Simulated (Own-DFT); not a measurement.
# Point defects and the pressure they add: wurtzite GaN

No measurement is shown. These are fixed-geometry runs of a retired plane-wave code named Own-DFT, which no person has reviewed; spin and spin-orbit coupling are neglected.

Common settings: PBE; PseudoDojo norm-conserving scalar-relativistic files; cutoff 42 hartree; 4 x 4 x 3 k mesh centred on Gamma; Fermi-Dirac smearing of 0.1 eV.

Known weak points (not all hold for every row): not probed for a lower state with spin; forces not confirmed at this smearing and k mesh; stress not checked against mesh or cutoff.

All runs share one cell, with vectors in Å (9.567, 0.000, 0.000); (-4.784, 8.285, 0.000); (0.000, 0.000, 10.370) and a volume of 822.0 Å³. Atoms were moved at random from their sites; u is the rms move along one axis. The defect's site can differ from row to row.

```
               cell  formula   u (Å)  P (GPa)
          no defect  Ga36N36  0.0194     5.93
          no defect  Ga36N36  0.0499     7.47
          no defect  Ga36N36  0.0501     7.52
one Ga on an N site  Ga37N35  0.0269    12.10
one Ga on an N site  Ga37N35  0.0327    12.42
one Ga on an N site  Ga37N35  0.0492    13.06
 one N on a Ga site  Ga35N37  0.0274     5.31
 one N on a Ga site  Ga35N37  0.0299     5.57
 one N on a Ga site  Ga35N37  0.0506     7.11
 one N on a Ga site  Ga35N37  0.0516        ?
```

## Working it out

P = P0 + c u² + a shift for each defect gives P0 = 5.61 GPa, c = 760 ± 75 GPa/Å² and a scatter of 0.19 GPa. The shifts, and each times the cell's volume:

- one Ga on an N site: 5.85 ± 0.16 GPa, 30.0 eV
- one N on a Ga site: -0.68 ± 0.16 GPa, -3.5 eV

Positive is outwards. The product with the volume (160.2 GPa Å³ to the eV) is nearly free of the cell's size; divided by the bulk modulus at the cell's pressure it gives the volume that the defect adds. The atoms around the defects weren't relaxed, which would change these numbers.

## Test on the hidden row

The question: what pressure belongs in the blank (one N on a Ga site, u = 0.0516 Å)?

The fit gives 6.96 ± 0.24 GPa. DFT gave 6.72 GPa.
